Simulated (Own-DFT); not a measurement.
# Run time against the size of the problem

Wall times of single-point runs (energy, forces and, in most, stress) with one build of Own-DFT, an in-house plane-wave density functional program, since retired. Each ran alone on one NVIDIA H200 card, with norm-conserving files, no spin and no use of crystal symmetry. The k points are those left after time reversal, where it was used. Plane waves for each k point are estimated as V (2 E)^(3/2) / (6 π²) in atomic units.

| cell | atoms | valence electrons | cutoff (hartree) | volume (Å³) | k mesh | k points | plane waves | time (s) |
|---|---|---|---|---|---|---|---|---|
| In4P4 | 8 | 72 | 36 | 202 | 5x5x5 | 63 | 14100 | 106 |
| In30P34 | 64 | 560 | 36 | 1617 | 3x3x3 | 14 | 112600 | 1216 |
| In32P32 | 64 | 576 | 36 | 1617 | 3x3x3 | 14 | 112600 | 1066 |
| Ga32P32 | 64 | 576 | 42 | 1295 | 3x3x3 | 14 | 113600 | 942 |
| AsGa32P31 | 64 | 586 | 42 | 1295 | 3x3x3 | 14 | 113600 | 1078 |
| GaIn31P32 | 64 | 576 | 42 | 1617 | 3x3x3 | 14 | 141900 | 1493 |
| In46P50 | 96 | 848 | 36 | 2426 | 2x3x3 | 10 | 168900 | 2270 |
| Ga48P48 | 96 | 864 | 42 | 1943 | 2x3x3 | 10 | 170500 | 2010 |
| As32In32 | 64 | 896 | 42 | 1779 | 3x3x3 | 14 | 156100 | 2288 |
| As34In30 | 64 | 900 | 42 | 1779 | 3x3x3 | 14 | 156100 | 2316 |
| Ga48P46 | 94 | 854 | 42 | 1943 | 2x3x3 | 10 | 170500 | ? |

## Worked fit

Take the size N = k points x plane waves x valence electrons. A line through log(time) against log(N) has a slope of 0.92 ± 0.05 and a scatter of a factor 1.15. Part of the scatter may come from the number of self-consistent steps, which isn't shown. Times belong to this build alone.

## Withheld run

Question: how long should the last run take? Its N is 1.46e+09.

The line gives about 1804 s. It took 2098 s.
